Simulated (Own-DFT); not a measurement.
# Computed records: SiC (twinned 3C silicon carbide, atoms displaced)

All values are calculated (Own-DFT development build). A calculation, not a measurement: plane-wave PBE density functional theory by an unreviewed code, no spin, of a simulated periodic cell, stress positive in tension, free energy of the whole cell less one offset for each atom, forces on such cells passed a denser k mesh, this cell's mesh not checked; offsets are fitted by least squares, one for each functional and potential file, so energies compare only between cells with the same atoms and settings and are not formation energies; the far tail of each file's local potential was reset to the Coulomb form; each entry is a single point on an unrelaxed cell, so the pressure reflects the starting lattice, mostly measured values (interpolated for alloys), from which strain is counted, and rises with the displacements; printed positions are rounded, which can move forces by about a meV/angstrom; the program, named Own-DFT, is a retired in-house code; no spin-orbit coupling.

```json
{"formula": "SiC", "kind": "twinned 3C silicon carbide, atoms displaced", "structure": {"cell_angstrom": [[4.3596, -4.3596, 0.0], [0.0, 4.3596, -4.3596], [8.7192, 8.7192, 8.7192]], "atoms_fractional": [["Si", 0.99825, 0.00093, 0.43503], ["C", 0.00757, 0.99697, 0.06385], ["Si", 0.16909, 0.33912, 0.10493], ["C", 0.17145, 0.33266, 0.23053], ["Si", 0.3326, 0.1683, 0.27349], ["C", 0.33101, 0.1656, 0.39474], ["Si", 0.9935, 0.50209, 0.4405], ["C", 0.00242, 0.51031, 0.0587], ["Si", 0.18023, 0.84606, 0.10419], ["C", 0.16898, 0.83333, 0.22881], ["Si", 0.32477, 0.6592, 0.27136], ["C", 0.33724, 0.67216, 0.39253], ["Si", 0.49735, 0.0048, 0.43617], ["C", 0.50484, 0.00206, 0.06294], ["Si", 0.66624, 0.3319, 0.10829], ["C", 0.6715, 0.3377, 0.22972], ["Si", 0.8309, 0.15768, 0.27318], ["C", 0.84121, 0.16427, 0.39356], ["Si", 0.50055, 0.49768, 0.43933], ["C", 0.49483, 0.49535, 0.06081], ["Si", 0.66268, 0.83612, 0.10177], ["C", 0.65825, 0.82962, 0.22737], ["Si", 0.83066, 0.66748, 0.27049], ["C", 0.83664, 0.66472, 0.39677], ["Si", 0.98874, 0.99365, 0.93841], ["C", 0.0007, 0.9929, 0.56416], ["Si", 0.83407, 0.66533, 0.60602], ["C", 0.83051, 0.66513, 0.72916], ["Si", 0.6683, 0.83826, 0.77028], ["C", 0.66658, 0.83103, 0.89892], ["Si", 0.00048, 0.48945, 0.93396], ["C", 0.99595, 0.48962, 0.56394], ["Si", 0.83273, 0.17323, 0.60273], ["C", 0.83666, 0.16258, 0.73016], ["Si", 0.67377, 0.3407, 0.77116], ["C", 0.66474, 0.33588, 0.89511], ["Si", 0.50119, 0.0036, 0.93911], ["C", 0.50548, 0.99546, 0.56014], ["Si", 0.32252, 0.67014, 0.60472], ["C", 0.32278, 0.66261, 0.73115], ["Si", 0.1701, 0.83325, 0.77001], ["C", 0.16547, 0.83313, 0.8929], ["Si", 0.50517, 0.50297, 0.9364], ["C", 0.50692, 0.50684, 0.56593], ["Si", 0.33066, 0.16363, 0.60564], ["C", 0.33331, 0.1766, 0.72725], ["Si", 0.17772, 0.33412, 0.77241], ["C", 0.17193, 0.33573, 0.89977]]}, "settings": {"functional": "PBE", "potential_files": "PseudoDojo norm-conserving, scalar-relativistic, standard set", "wave_cutoff [hartree]": 42.0, "occupations": "Fermi-Dirac", "smearing_width [eV]": 0.1, "hardware": "one NVIDIA H100", "k_mesh": "5 x 5 x 2 centred on Gamma"}, "results": {"free_energy_of_cell_above_offsets [eV]": "-7.011", "pressure [GPa]": 3.7, "stress_xx [GPa]": -3.57, "stress_yy [GPa]": -3.44, "stress_zz [GPa]": -4.09, "stress_yz [GPa]": -0.05, "stress_xz [GPa]": -1.05, "stress_xy [GPa]": -0.51, "force_element": ["Si", "C", "Si", "C", "Si", "C", "Si", "C", "Si", "C", "Si", "C", "Si", "C", "Si", "C", "Si", "C", "Si", "C", "Si", "C", "Si", "C", "Si", "C", "Si", "C", "Si", "C", "Si", "C", "Si", "C", "Si", "C", "Si", "C", "Si", "C", "Si", "C", "Si", "C", "Si", "C", "Si", "C"], "force_x [eV/angstrom]": [1.039, -0.851, -0.843, -0.975, -0.418, 0.709, 0.352, 0.67, -1.152, -0.005, 0.191, 0.558, 0.274, 0.115, -0.361, 0.179, -0.726, -0.138, -0.134, 1.125, 1.116, 0.551, 0.145, -0.851, 1.867, -0.405, -0.303, 0.703, -0.205, -1.162, 0.513, 0.003, 0.537, -0.08, -0.752, 0.226, -1.017, -0.334, 1.336, 0.699, -0.28, 0.517, 0.14, -1.488, -0.022, 1.159, -1.049, -1.176], "force_y [eV/angstrom]": [0.039, 1.353, -0.256, 0.31, -1.45, 0.654, -2.228, 0.242, -0.153, 0.62, -0.281, 1.063, -1.302, 0.392, -0.665, 0.288, -0.565, 2.258, 0.632, 0.245, -1.224, 0.033, -0.372, 0.547, -1.021, 0.248, 0.139, 0.138, 0.048, 0.1, 1.962, 0.889, -1.148, 0.612, -0.466, -0.799, -0.207, 1.685, -1.573, -1.052, 1.328, 0.4, 0.605, -0.019, -0.515, -1.357, 1.408, -1.587], "force_z [eV/angstrom]": [1.368, -0.757, 0.023, 0.247, -0.615, 0.108, -0.498, 1.42, 1.335, 0.014, -0.943, 1.596, 0.468, -0.679, -1.882, 1.23, -1.608, 0.222, -0.706, -0.024, 1.072, 0.243, -0.334, -0.377, -0.358, -1.155, -0.165, -0.396, 0.927, -1.166, -0.968, -1.572, 2.534, -1.106, 0.75, 0.306, -0.144, -0.157, 0.582, -0.942, -0.407, 0.535, 1.047, 0.394, -1.134, 1.433, 0.302, -0.065], "wall_time [s]": 183.8}}
```
